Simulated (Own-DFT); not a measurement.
# How strain changes the stress of 4H SiC, 72 atoms (C36Si36)

These are calculations, not measurements. The program, named Own-DFT, is a retired in-house plane-wave density functional code that no person has reviewed. Each row is one single-point run on a periodic cell that was not relaxed, without spin or spin-orbit coupling.

Settings of every run: PBE; PseudoDojo norm-conserving scalar-relativistic files; cutoff 42 hartree; 4 x 4 x 3 k mesh centred on Gamma; Fermi-Dirac smearing of 0.1 eV.

Known limits: forces on such cells passed a denser k mesh, each cell not checked; stress not checked against mesh or cutoff.

Unstrained cell vectors in Å: (9.248, 0.000, 0.000); (-4.624, 8.009, 0.000); (0.000, 0.000, 10.068). The unstrained cell has measured lattice constants (interpolated for alloys), not those of this functional. That, the random moves and any unrelaxed bonds set the pressure at no strain. Each run strains this cell uniformly, with the atoms carried along. Every atom was also moved at random, by a Gaussian of width 0.05 Å on each axis. Strain is the symmetric tensor, in per cent. Stress is positive in tension, and the pressure is minus a third of its trace.

| run | e_xx (%) | e_yy (%) | e_zz (%) | e_yz (%) | e_xz (%) | e_xy (%) | s_xx (GPa) | s_yy (GPa) | s_zz (GPa) | s_yz (GPa) | s_xz (GPa) | s_xy (GPa) | P (GPa) | E (meV/atom) |
|---|---|---|---|---|---|---|---|---|---|---|---|---|---|---|
| 1 | 1.67 | -0.82 | -1.16 | -0.03 | 0.35 | 0.05 | 1.34 | -8.29 | -11.38 | 0.57 | 1.93 | 0.05 | 6.11 | 28.4 |
| 2 | 1.86 | 0.68 | 0.42 | 1.41 | -0.09 | 1.30 | 5.55 | 0.67 | -4.21 | 3.95 | -0.09 | 5.20 | -0.67 | 28.1 |
| 3 | -0.70 | 0.66 | 0.92 | 1.09 | -1.70 | 1.29 | -7.54 | -2.59 | -0.15 | 3.66 | -5.50 | 7.55 | 3.43 | 18.4 |
| 4 | 1.25 | 0.61 | -0.61 | 1.55 | -1.46 | -1.93 | 1.27 | -0.63 | -8.81 | 4.86 | -5.14 | -8.04 | 2.72 | 22.1 |
| 5 | 0.56 | -0.94 | 1.27 | -1.05 | -0.08 | 1.99 | -4.46 | -7.52 | 0.66 | -3.52 | -0.21 | 10.77 | 3.77 | 24.8 |
| 6 | 0.38 | 1.78 | 0.47 | 0.39 | 1.34 | -1.93 | -0.69 | 4.19 | -3.16 | 2.56 | 5.01 | -8.64 | -0.11 | 23.2 |
| 7 | 1.35 | -0.06 | 0.51 | -0.65 | 1.78 | -0.22 | 1.24 | -5.20 | -1.95 | -1.95 | 6.67 | 0.60 | 1.97 | 38.3 |
| 8 | 0.82 | 1.57 | -0.28 | -1.87 | 0.13 | -1.30 | 0.95 | 3.59 | -6.92 | -5.56 | 1.47 | -4.50 | 0.79 | 28.9 |
| 9 | -1.31 | 0.19 | -0.89 | -1.25 | 0.15 | 1.61 | -10.73 | -6.23 | -14.74 | -4.46 | 0.65 | 7.19 | 10.57 | 53.3 |
| 10 | -0.93 | -0.43 | -1.66 | 1.01 | -0.48 | 0.26 | -11.52 | -9.51 | -18.06 | 3.00 | -1.49 | 2.55 | 13.03 | 53.4 |
| 11 | -0.50 | -1.04 | -1.37 | -1.65 | 0.48 | -0.33 | -10.32 | -13.46 | -15.31 | -5.91 | 2.11 | -1.86 | 13.03 | 61.1 |
| 12 | -1.15 | 0.67 | -1.38 | -1.87 | -1.99 | -1.31 | -12.06 | -4.28 | -13.75 | -7.18 | -7.57 | -5.47 | 10.03 | 49.0 |
| 13 | 0.57 | -1.20 | -0.95 | 1.18 | 0.08 | -1.65 | -4.35 | -10.28 | -13.22 | 4.88 | -0.18 | -7.18 | 9.29 | 37.5 |
| 14 | 1.70 | -0.80 | 0.20 | -1.35 | 0.75 | 0.11 | 2.22 | -5.87 | -3.39 | -5.21 | 2.75 | 0.58 | 2.35 | 0.0 |
| 15 | 1.97 | 0.85 | 0.88 | -1.48 | 0.11 | -1.05 | 6.75 | 0.32 | -0.81 | -4.92 | 0.34 | -4.38 | -2.09 | 19.8 |
| 16 | 0.94 | 0.43 | 0.21 | -1.93 | 1.72 | -0.98 | 1.31 | -1.43 | -6.04 | -6.43 | 5.40 | -4.80 | 2.05 | 23.2 |
| 17 | -0.93 | -0.26 | 1.72 | 1.54 | 1.04 | 0.64 | ? | ? | ? | ? | ? | ? | ? | ? |

E is the free energy for each atom above the lowest run shown.

## Worked fit

Each stress component was fitted by least squares to a constant and the strains of the runs shown, as fractions, with shears doubled. Shear strains stay in the fit of a normal stress only where such slopes are resolved. The slopes, in GPa:

| stress | at no strain | per e_xx | per e_yy | per e_zz | scatter |
|---|---|---|---|---|---|
| s_xx | -5.4 | 514 ± 20 | 157 ± 22 | 39 ± 25 | 0.75 |
| s_yy | -5.3 | 119 ± 25 | 482 ± 28 | 68 ± 31 | 0.95 |
| s_zz | -6.8 | 71 ± 33 | 30 ± 37 | 585 ± 41 | 1.26 |

Each shear stress against twice its own strain: yz 176 ± 6, xz 180 ± 7, xy 220 ± 12 GPa. These are stiffnesses along x, y and z of the frame in which the cell vectors are given, which need not be the crystal's axes. The atoms are held to the strained lattice; where symmetry lets them move under strain, relaxing them would lower some slopes. The table should be nearly symmetric about its diagonal, and what it lacks of that shows the noise. A ninth of its sum, 229 ± 5 GPa, estimates the bulk modulus near the mean pressure of these runs, 4.8 GPa, so it lies above the value at zero pressure.

## Withheld run

Question: what normal stresses and pressure should run 17 give?

The fit gives s_xx = -9.9, s_yy = -6.5, s_zz = 2.6 and P = 4.6 GPa. The calculation gave -11.05, -6.32, 4.01 and P = 4.45 GPa.
